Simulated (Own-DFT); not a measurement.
Hf36O71 (tetragonal hafnia with one neutral oxygen vacancy, atoms displaced) (calculated)

All values are calculated (Own-DFT development build). A calculation, not a measurement: plane-wave PBE and HSE06 DFT by an unreviewed code, no spin, of a simulated cell at Gamma alone, so results move with cell size and shape, stress positive in tension, energies less offsets, not probed for a lower state with spin; hafnium file: forces about 75 meV/angstrom off all-electron values; oxygen file: force components 24 meV/angstrom off all-electron in a glass; k mesh not checked against a denser one; forces and stress are PBE's, HSE06 gives the energy alone, and its difference from PBE has offsets of its own; offsets are fitted by least squares, one for each functional and potential file, so energies compare only between cells with the same atoms and settings and are not formation energies; the far tail of each file's local potential was reset to the Coulomb form; each entry is a single point on an unrelaxed cell, so the pressure reflects the starting lattice, taken from the Materials Project, from which strain is counted, and rises with the displacements; printed positions are rounded, which can move forces by about a meV/angstrom; the program is a retired in-house code; no spin-orbit coupling.

Entry: Hf36O71 (tetragonal hafnia with one neutral oxygen vacancy, atoms displaced)

```
Hf36O71
1.0
     10.7800     0.0000     0.0000
      0.0000    10.7800     0.0000
      0.0000     0.0000    10.4493
Hf O Hf O Hf O Hf O Hf O Hf O Hf O Hf O Hf O Hf O Hf O Hf O Hf O Hf O Hf O Hf O Hf O Hf O
2 3 2 4 2 4 2 4 2 4 2 4 2 4 2 4 2 4 2 4 2 4 2 4 2 4 2 4 2 4 2 4 2 4 2 4
Direct
  0.99958 0.99693 0.99509
  0.16671 0.16714 0.25242
  0.00065 0.16615 0.15272
  0.00088 0.16362 0.40461
  0.17018 0.99853 0.09100
  0.99997 0.00017 0.50137
  0.16264 0.16771 0.75017
  0.99635 0.16353 0.65158
  0.16687 0.00036 0.84909
  0.00355 0.17051 0.90223
  0.16199 0.00154 0.59302
  0.00206 0.33449 0.00460
  0.16553 0.49897 0.24958
  0.00058 0.49894 0.15584
  0.16437 0.33410 0.34750
  0.99998 0.49754 0.40215
  0.17000 0.33255 0.09976
  0.99881 0.33534 0.49743
  0.17042 0.50199 0.75192
  0.00139 0.49699 0.65476
  0.16693 0.33338 0.84475
  0.00096 0.50360 0.90240
  0.16430 0.33411 0.59574
  0.99770 0.66562 0.00208
  0.16691 0.83302 0.25381
  0.00022 0.82726 0.14681
  0.16853 0.66818 0.34452
  0.00255 0.83702 0.39895
  0.16563 0.66901 0.09606
  0.00115 0.66560 0.49737
  0.16623 0.83083 0.75090
  0.99346 0.82919 0.65373
  0.16523 0.66472 0.85035
  0.99754 0.83249 0.89858
  0.16712 0.66542 0.59238
  0.33060 0.00106 0.99731
  0.50060 0.16662 0.25234
  0.33191 0.16579 0.15437
  0.50055 0.99856 0.35155
  0.32663 0.16738 0.40274
  0.49997 0.00011 0.09582
  0.32952 0.00228 0.50089
  0.49942 0.16456 0.75044
  0.33567 0.16447 0.65235
  0.50105 0.00144 0.84745
  0.33885 0.16845 0.89692
  0.50057 0.99108 0.59756
  0.33737 0.33095 0.00079
  0.49995 0.49901 0.25274
  0.33395 0.49972 0.15146
  0.49787 0.33833 0.34757
  0.33037 0.49796 0.40116
  0.50740 0.33312 0.09505
  0.33483 0.33713 0.50361
  0.50203 0.49615 0.74980
  0.33435 0.49974 0.64873
  0.50244 0.33195 0.84129
  0.33234 0.49902 0.90345
  0.49878 0.33624 0.59725
  0.33034 0.67029 0.00050
  0.50124 0.83476 0.24782
  0.33309 0.83199 0.15190
  0.50248 0.66635 0.34983
  0.33001 0.82885 0.40125
  0.49805 0.66934 0.10065
  0.33507 0.66460 0.50299
  0.50544 0.83183 0.74817
  0.33565 0.83452 0.65391
  0.49875 0.66432 0.84860
  0.33751 0.83305 0.90130
  0.50006 0.66603 0.59222
  0.66694 0.99942 0.00225
  0.83629 0.16513 0.25258
  0.66496 0.16685 0.15567
  0.83399 0.99931 0.34819
  0.66586 0.16636 0.40030
  0.83586 0.99784 0.09840
  0.66779 0.99985 0.50125
  0.83777 0.16722 0.75850
  0.66655 0.16822 0.65822
  0.83274 0.00119 0.84932
  0.67156 0.17005 0.90137
  0.83549 0.00034 0.59560
  0.66426 0.33017 0.99605
  0.83803 0.49767 0.25197
  0.66676 0.49946 0.15198
  0.83111 0.33016 0.35192
  0.66448 0.50113 0.39974
  0.83288 0.33117 0.10370
  0.66840 0.33744 0.50022
  0.83312 0.50317 0.74695
  0.67106 0.49765 0.65336
  0.82995 0.33042 0.85065
  0.66649 0.49839 0.90600
  0.82784 0.33130 0.59761
  0.66759 0.66859 0.99964
  0.83373 0.83168 0.25045
  0.66622 0.83439 0.15504
  0.83409 0.66660 0.34898
  0.66667 0.83155 0.40376
  0.83509 0.66599 0.09794
  0.66995 0.66673 0.49950
  0.83142 0.83303 0.74947
  0.67164 0.82759 0.65501
  0.83116 0.67146 0.84655
  0.66420 0.82908 0.90228
  0.83457 0.66935 0.59492
```

```
first functional                 : PBE
second functional                : HSE06
exact exchange share             : 0.25
screening                        : 0.11 1/bohr
exchange divergence              : Gygi-Baldereschi
potential files                  : PseudoDojo norm-conserving, scalar-relativistic, made for PBE, standard set
wave cutoff                      : 48 hartree
occupations                      : fixed
k mesh                           : 1 x 1 x 1 centred on Gamma
PBE energy of cell above offsets : -101.379 eV
HSE06 less PBE above offsets     : -0.163 eV
PBE pressure                     : 0.76 GPa
PBE stress xx                    : -0.56 GPa
PBE stress yy                    : -0.18 GPa
PBE stress zz                    : -1.55 GPa
PBE stress yz                    : 0.3 GPa
PBE stress xz                    : 0.26 GPa
PBE stress xy                    : 0.05 GPa
```

Force:
| element | x (eV/Å) | y (eV/Å) | z (eV/Å) |
| --- | --- | --- | --- |
| Hf | 0.193 | 0.054 | 0.704 |
| Hf | 0.165 | -0.457 | 0.115 |
| O | 0.263 | 0.062 | 0.076 |
| O | 0.333 | 0.47 | -0.416 |
| O | -1.17 | 0.057 | 0.799 |
| Hf | -0.805 | -0.043 | -0.436 |
| Hf | 0.357 | 0.253 | -0.465 |
| O | 0.702 | 0.316 | 0.359 |
| O | -0.027 | -0.22 | -0.678 |
| O | -0.09 | -0.542 | 0.035 |
| O | 0.818 | -0.286 | 0.354 |
| Hf | -0.511 | 0.143 | -0.192 |
| Hf | 1.385 | 0.175 | 0.01 |
| O | 0.018 | -0.058 | -0.562 |
| O | -0.361 | -0.1 | -0.091 |
| O | -0.215 | 0.665 | -0.152 |
| O | -0.321 | 0.123 | -0.463 |
| Hf | -0.075 | -0.857 | 0.819 |
| Hf | -0.312 | -0.638 | -0.072 |
| O | -0.265 | 0.241 | -0.329 |
| O | 0.022 | 0.073 | 0.264 |
| O | -0.251 | -0.916 | 0.335 |
| O | 0.295 | -0.267 | 0.136 |
| Hf | 0.498 | 0.735 | -0.225 |
| Hf | 0.274 | 0.577 | -0.569 |
| O | -0.017 | 0.542 | 0.678 |
| O | -0.64 | -0.809 | 0.191 |
| O | 0.361 | -0.63 | 0.161 |
| O | -0.102 | -0.41 | 0.069 |
| Hf | -0.069 | 0.678 | 0.073 |
| Hf | -0.02 | 0.069 | -0.225 |
| O | 1.64 | 0.045 | -0.329 |
| O | 0.328 | 0.78 | -0.572 |
| O | 0.373 | 0.005 | 0.217 |
| O | -0.327 | 0.153 | 0.842 |
| Hf | 0.915 | -0.193 | -0.02 |
| Hf | 0.15 | -0.183 | 0.136 |
| O | 0.45 | 0.201 | -0.274 |
| O | -0.16 | 0.44 | -0.474 |
| O | -0.034 | -0.031 | 0.127 |
| O | -0.087 | 0.002 | 0.197 |
| Hf | 0.762 | -0.679 | -0.362 |
| Hf | 0.335 | -0.289 | -0.375 |
| O | -0.704 | -0.122 | -0.204 |
| O | 0.391 | -0.557 | -0.018 |
| O | -0.389 | -0.12 | 0.753 |
| O | 0.342 | 0.302 | 0.001 |
| Hf | -0.168 | 0.571 | 0.137 |
| Hf | 0.383 | 1.201 | -0.858 |
| O | -0.142 | -0.187 | 0.238 |
| O | -0.124 | -1.437 | 0.159 |
| O | -0.022 | 0.475 | 0.189 |
| O | -1.834 | -0.252 | 0.221 |
| Hf | -0.491 | -0.409 | -0.532 |
| Hf | -0.042 | 0.715 | 0.153 |
| O | -0.059 | 0.046 | 0.507 |
| O | -0.052 | 0.184 | 0.822 |
| O | 0.037 | -0.203 | -0.246 |
| O | 0.447 | 0.105 | -0.068 |
| Hf | 0.84 | -0.486 | 0.42 |
| Hf | -0.82 | -0.704 | 0.526 |
| O | -0.131 | 0.201 | 0.113 |
| O | -0.238 | 0.135 | -0.368 |
| O | -0.357 | 1.011 | 0.367 |
| O | 0.389 | 0.1 | -0.574 |
| Hf | 0.194 | 0.28 | -1.173 |
| Hf | -0.795 | 0.221 | 0.435 |
| O | -0.868 | -0.27 | 0.168 |
| O | 0.173 | -0.122 | -0.581 |
| O | -0.501 | 0.278 | -0.049 |
| O | 0.665 | -0.025 | 0.939 |
| Hf | -0.085 | 0.343 | -0.221 |
| Hf | -0.627 | 0.015 | -0.415 |
| O | 0.45 | -0.485 | -0.246 |
| O | -0.218 | -0.259 | -0.172 |
| O | -0.23 | 0.147 | 0.676 |
| O | -0.271 | 0.057 | -0.198 |
| Hf | -0.14 | 0.407 | -0.26 |
| Hf | -1.173 | 0.288 | -1.148 |
| O | 0.116 | -0.384 | -0.452 |
| O | 0.126 | -0.472 | 0.24 |
| O | -0.407 | -1.502 | 0.536 |
| O | -0.816 | -0.214 | 0.365 |
| Hf | 1.514 | 0.806 | 0.75 |
| Hf | -1.801 | -0.253 | -0.504 |
| O | 0.422 | 0.287 | 0.618 |
| O | 0.396 | 0.532 | -0.086 |
| O | 0.453 | -0.138 | 0.536 |
| O | 0.441 | 0.144 | -0.505 |
| Hf | -0.389 | -0.866 | -0.182 |
| Hf | 0.537 | -0.636 | 1.057 |
| O | -0.804 | 0.339 | -0.277 |
| O | 0.66 | 1.312 | -0.219 |
| O | 0.032 | 0.545 | -0.651 |
| O | 1.366 | 0.364 | 0.102 |
| Hf | -0.791 | -1.256 | 0.666 |
| Hf | 0.385 | 0.477 | -0.188 |
| O | 0.564 | 0.063 | -0.458 |
| O | 0.3 | -0.199 | -0.109 |
| O | 0.267 | 0.338 | 0.072 |
| O | -0.563 | -0.056 | 0.16 |
| Hf | -0.774 | 0.097 | -0.554 |
| Hf | 0.696 | 0.453 | 0.316 |
| O | -0.814 | 0.12 | -0.58 |
| O | -0.054 | -1.14 | 0.071 |
| O | -0.016 | 1.286 | 0.114 |
| O | 0.339 | -0.738 | 0.247 |
